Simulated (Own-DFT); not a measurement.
# PBE and PBEsol under strain: C49 TiSi2, 60 atoms (Si40Ti20)

Everything here is calculated. The program is Own-DFT (plane waves, in-house, since retired, never reviewed by a person); positions were held fixed, and spin and spin-orbit coupling were off.

Keep in mind: forces on such cells moved up to 12 meV/angstrom on a denser k mesh; stress not checked against mesh or cutoff.

Each geometry was run with PBE and with PBEsol, otherwise alike: PseudoDojo norm-conserving scalar-relativistic files made for PBE; cutoff 42 hartree; 4 x 4 x 4 k mesh centred on Gamma; cold (Marzari-Vanderbilt) smearing of 0.2 eV. Unstrained cell vectors in Å: (5.295, -6.759, 3.565); (7.060, 0.000, -7.130); (5.295, 6.759, 3.565). Each has a uniform strain, of which the change of volume is shown, and random moves of rms u per axis.

| run | volume change (%) | u (Å) | P with PBE (GPa) | P with PBEsol (GPa) |
|---|---|---|---|---|
| 1 | 3.03 | 0.0482 | -0.87 | -4.08 |
| 2 | -0.48 | 0.0465 | 3.45 | 0.11 |
| 3 | 0.53 | 0.0493 | 2.88 | -0.42 |
| 4 | -2.43 | 0.0464 | 7.06 | 3.64 |
| 5 | -0.45 | 0.0527 | 4.30 | 0.96 |
| 6 | -0.79 | 0.0464 | 4.23 | 0.87 |
| 7 | -3.12 | 0.0459 | 7.79 | 4.33 |
| 8 | -2.43 | 0.0536 | 6.65 | 3.22 |
| 9 | -2.57 | 0.0463 | 8.09 | 4.66 |
| 10 | -3.56 | 0.0512 | 9.29 | 5.82 |
| 11 | 1.86 | 0.0453 | 0.33 | ? |

Q: by how much does PBEsol shrink this cell, and what belongs in the blank?

## Worked answer

Write v for the change of volume as a fraction. Fitted to v and u², the PBE pressure has a slope of -151 ± 9 GPa in v, with the ions held to the strained lattice. The difference PBEsol less PBE is -3.33 + 4.1 v GPa (slope ± 0.1) and averages -3.38 GPa. Divided by the mean slope of the two, 149 GPa, that makes PBEsol's volume at a given pressure, near 4 GPa, about 2.3 % smaller, or 0.76 % in lengths. At one volume PBEsol's slope is the smaller by 4 GPa, but its pressure there is lower too. If stiffness rises by about 4 GPa for each GPa, PBEsol at equal pressure is stiffer by about 9 GPa. Files made for PBEsol would give a different shift.

For run 11 the line gives -2.92 GPa. The hidden result is -2.91 GPa.
